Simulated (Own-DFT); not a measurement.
# Slab less bulk: wurtzite AlN, m plane (10-10)

Everything here is calculated. The program is Own-DFT (plane waves, in-house, since retired, never reviewed by a person); positions were held fixed, and spin and spin-orbit coupling were off.

Limits (not all hold for every row): some atoms lie very close together; forces not confirmed at this smearing and k mesh; k mesh not checked against a denser one.

Both sets of runs: PBE; PseudoDojo norm-conserving scalar-relativistic files; cutoff 42 hartree; Gaussian smearing of 0.01 eV. The slab has 128 atoms in 16 layers, two equal faces of 62.02 Å² as cut, 15 Å of vacuum, a dipole correction along the normal and a 6 x 3 x 1 mesh. The bulk cell has 72 atoms, the same measured lattice constants and a 4 x 4 x 3 mesh. In the slab only the 32 atoms nearest the faces were moved at random; u is their rms move along one axis. Energies are counted from -174.06 eV for each atom.

```
slab run,u (Å),E (eV, cell)
1,0.0479,19.698
2,0.0499,20.280
3,0.0502,20.239
4,0.0520,21.148
5,0.0523,21.528
6,0.0531,21.376
7,0.0532,21.089
8,0.0576,21.187
9,0.0941,28.213
10,0.1045,30.350
11,0.1072,29.253
12,0.1204,32.740
```

| bulk run | u (Å) | E (meV/atom) |
|---|---|---|
| 1 | 0.0195 | -3.41 |
| 2 | 0.0197 | -1.42 |
| 3 | 0.0204 | -1.45 |
| 4 | 0.0206 | -1.35 |
| 5 | 0.0218 | 0.94 |
| 6 | 0.0927 | 258.57 |
| 7 | 0.0947 | 276.04 |
| 8 | 0.0959 | 273.19 |
| 9 | 0.0976 | 276.96 |
| 10 | 0.1046 | 378.46 |

The question: what is the energy of the unrelaxed surface?

## Solution

Take each set to u = 0 with E = a + b u². Residuals are scaled by 1/(u² + 0.0006 Å²) to tame the large moves. Slab: a = 17.80 ± 0.31 eV. Bulk: a = -14.9 ± 0.8 meV/atom. The excess is 17.80 - 128 x (-0.0149) = 19.71 ± 0.32 eV. Over two faces that is 159 meV/Å², or 2.55 ± 0.04 J/m². Relaxing the faces would lower the energy, and the unlike meshes and the reach from the smallest u down to zero add errors that aren't counted here.
